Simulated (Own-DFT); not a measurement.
Simulation results for SiGe3 (diamond lattice with Si and Ge gathered in clusters, atoms displaced)

Computed with Own-DFT development build. A calculation, not a measurement: plane-wave density functional theory by an unreviewed code, no spin, of a simulated periodic cell, stress positive in tension, run twice, with PBE and with PBEsol, both on files made for PBE, so the change isn't that of files made for PBEsol; forces on such cells passed a denser k mesh, this cell's mesh not checked; the far tail of each file's local potential was reset to the Coulomb form; each entry is a single point on an unrelaxed cell, so the pressure reflects the starting lattice, mostly measured values (interpolated for alloys), from which strain is counted, and rises with the displacements; printed positions are rounded, which can move forces by about a meV/angstrom; the program, named Own-DFT, is a retired in-house code; no spin-orbit coupling; stress was not checked against mesh or cutoff.

Entry: SiGe3 (diamond lattice with Si and Ge gathered in clusters, atoms displaced)

```
SiGe3
1.0
     11.2025     0.0000     0.0000
      0.0000    11.2025     0.0000
      0.0000     0.0000    11.2025
Ge Si Ge Si Ge Si Ge Si Ge Si Ge Si Ge Si Ge Si Ge Si
16 1 8 1 4 1 8 1 5 3 3 2 1 2 2 1 1 4
Direct
  0.99988 0.00920 0.00368
  0.00750 0.24913 0.24625
  0.25185 0.00827 0.25509
  0.25084 0.24496 0.99574
  0.11539 0.11863 0.12524
  0.11906 0.37468 0.37085
  0.38308 0.11737 0.36778
  0.36665 0.37450 0.12880
  0.00690 0.99433 0.49532
  0.00031 0.25953 0.74543
  0.25632 0.00023 0.75364
  0.24617 0.25663 0.50416
  0.12471 0.12413 0.62172
  0.12303 0.37508 0.88089
  0.37025 0.12660 0.87943
  0.37600 0.37380 0.61574
  0.00160 0.49840 0.98755
  0.99572 0.75273 0.24519
  0.25887 0.50317 0.25156
  0.25576 0.75497 0.99988
  0.12815 0.61305 0.11766
  0.12345 0.87630 0.37648
  0.37507 0.62082 0.37923
  0.37595 0.87570 0.12073
  0.00316 0.49729 0.49875
  0.99563 0.74929 0.74855
  0.24877 0.50559 0.75010
  0.24744 0.75991 0.51211
  0.12521 0.61571 0.62591
  0.11730 0.86901 0.88815
  0.36895 0.62033 0.87787
  0.37426 0.88259 0.62830
  0.50657 0.01102 0.00537
  0.49535 0.25819 0.24499
  0.74511 0.00452 0.24578
  0.74980 0.26093 0.99771
  0.63227 0.12641 0.12312
  0.62685 0.36841 0.37687
  0.88229 0.11880 0.36358
  0.87100 0.37928 0.12202
  0.49917 0.00382 0.49761
  0.49273 0.24680 0.74174
  0.74744 0.99947 0.74761
  0.75399 0.26258 0.49859
  0.63713 0.13518 0.62175
  0.62179 0.36137 0.87364
  0.87648 0.12148 0.86973
  0.88138 0.37133 0.62548
  0.49932 0.49947 0.99419
  0.50823 0.75001 0.25590
  0.74432 0.50282 0.25780
  0.74491 0.74493 0.99743
  0.61660 0.62491 0.13218
  0.63207 0.87790 0.37219
  0.87921 0.62968 0.38216
  0.87588 0.87903 0.13010
  0.49326 0.49491 0.49278
  0.50757 0.74835 0.76425
  0.74863 0.50222 0.75364
  0.74859 0.75041 0.50273
  0.61584 0.61220 0.61646
  0.62803 0.87333 0.88323
  0.86532 0.62911 0.87324
  0.86940 0.87578 0.62857
```

| Item | Value |
| --- | --- |
| functional | PBE, then PBEsol |
| potential files | PseudoDojo norm-conserving, scalar-relativistic, standard set |
| wave cutoff | 42 hartree |
| occupations | Fermi-Dirac |
| smearing width | 0.1 eV |
| k mesh | 3 x 3 x 3 centred on Gamma |
| PBE pressure | 3.93 GPa |
| PBE stress xx | -3.94 GPa |
| PBE stress yy | -3.88 GPa |
| PBE stress zz | -3.97 GPa |
| PBE stress yz | -0.59 GPa |
| PBE stress xz | -1.7 GPa |
| PBE stress xy | 0.28 GPa |
| PBEsol pressure | 1.21 GPa |
| PBEsol stress xx | -1.22 GPa |
| PBEsol stress yy | -1.16 GPa |
| PBEsol stress zz | -1.25 GPa |
| PBEsol stress yz | -0.57 GPa |
| PBEsol stress xz | -1.61 GPa |
| PBEsol stress xy | 0.29 GPa |
| rms change of force components from PBE to PBEsol | 0.046 eV/Å |

Force:
```csv
force element,PBE force x (eV/Å),PBE force y (eV/Å),PBE force z (eV/Å),PBEsol force x (eV/Å),PBEsol force y (eV/Å),PBEsol force z (eV/Å)
Ge,-1.766,-1.636,-0.941,-1.63,-1.585,-0.886
Ge,-1.674,0.729,-0.667,-1.592,0.663,-0.617
Ge,-0.794,-1.517,-1.139,-0.766,-1.467,-1.101
Ge,-1.205,0.55,1.518,-1.165,0.538,1.466
Ge,2.388,1.132,0.383,2.308,1.098,0.375
Ge,1.376,0.409,0.108,1.339,0.387,0.12
Ge,-0.416,2.248,0.855,-0.405,2.164,0.82
Ge,0.596,0.224,-1.517,0.585,0.216,-1.455
Ge,-1.783,0.533,1.237,-1.687,0.544,1.153
Ge,0.208,-1.764,0.737,0.275,-1.724,0.73
Ge,-1.885,-0.099,0.457,-1.81,-0.085,0.432
Ge,0.059,-1.281,-1.494,0.054,-1.228,-1.434
Ge,0.165,0.063,0.76,0.171,0.07,0.726
Ge,0.702,-0.128,-1.1,0.726,-0.175,-1.116
Ge,1.427,-0.462,-0.841,1.373,-0.447,-0.819
Ge,-0.525,0.65,1.411,-0.512,0.615,1.351
Si,-1.774,0.679,1.198,-1.659,0.66,1.166
Ge,0.603,-0.896,0.321,0.646,-0.86,0.335
Ge,-1.673,-0.329,0.192,-1.62,-0.328,0.173
Ge,-0.469,-1.437,-0.031,-0.491,-1.348,0.002
Ge,-0.324,1.096,0.165,-0.26,1.094,0.195
Ge,0.955,-0.93,-1.076,0.92,-0.881,-1.023
Ge,-0.292,2.051,0.094,-0.269,1.955,0.084
Ge,0.679,0.639,1.301,0.652,0.622,1.256
Ge,-1.051,0.106,0.01,-0.942,0.1,0.008
Si,-0.353,-0.118,0.226,-0.263,-0.118,0.221
Ge,0.7,-1.312,0.468,0.628,-1.297,0.407
Ge,-0.047,-1.196,-0.865,-0.047,-1.152,-0.839
Ge,-0.627,1.728,0.049,-0.568,1.633,0.023
Ge,0.158,0.475,-1.609,0.201,0.488,-1.514
Si,0.681,0.886,-0.194,0.662,0.865,-0.185
Ge,1.491,-0.777,0.492,1.418,-0.743,0.474
Ge,-0.531,-1.334,-0.911,-0.543,-1.259,-0.848
Ge,0.978,-1.326,0.275,0.946,-1.29,0.276
Ge,1.1,-0.777,0.1,1.039,-0.714,0.129
Ge,0.923,-1.468,-0.159,0.867,-1.478,-0.116
Ge,-0.504,1.751,0.133,-0.503,1.681,0.129
Ge,-0.938,0.832,-0.66,-0.912,0.816,-0.638
Ge,-0.434,0.768,1.175,-0.411,0.74,1.124
Si,0.932,0.6,0.349,0.876,0.547,0.379
Ge,1.217,-0.403,0.609,1.172,-0.385,0.57
Ge,0.655,-0.018,0.722,0.612,-0.035,0.667
Ge,0.153,-0.262,0.812,0.118,-0.208,0.753
Ge,1.566,-1.417,-0.082,1.453,-1.404,-0.11
Ge,-1.173,-0.721,-0.092,-1.151,-0.7,-0.087
Si,-0.359,1.79,-1.02,-0.389,1.707,-0.968
Si,-0.221,1.134,0.135,-0.216,1.111,0.13
Si,-1.182,1.91,0.066,-1.122,1.836,0.033
Ge,0.111,-0.43,0.594,0.075,-0.442,0.613
Ge,-1.242,0.166,-0.372,-1.228,0.202,-0.323
Ge,1,0.403,-0.603,0.935,0.349,-0.544
Si,0.41,0.437,1.536,0.405,0.428,1.535
Si,0.935,-0.307,-1.258,0.871,-0.337,-1.187
Ge,-0.484,0.052,0.811,-0.481,0.044,0.778
Si,-0.398,-0.181,-0.526,-0.391,-0.177,-0.514
Si,-0.959,-0.251,-1.363,-0.906,-0.211,-1.301
Ge,1.126,-0.211,0.242,1.043,-0.24,0.199
Ge,-0.768,-0.601,-1.292,-0.775,-0.563,-1.281
Si,-0.422,-1.021,-0.79,-0.419,-1.013,-0.779
Ge,0.045,-0.581,0.391,0.012,-0.524,0.335
Si,0.929,1.022,1.367,0.869,1.026,1.295
Si,0.041,0.69,-0.148,-0.015,0.727,-0.195
Si,0.952,-0.294,-0.191,0.948,-0.288,-0.186
Si,1.014,-0.268,-0.36,0.947,-0.221,-0.395
```
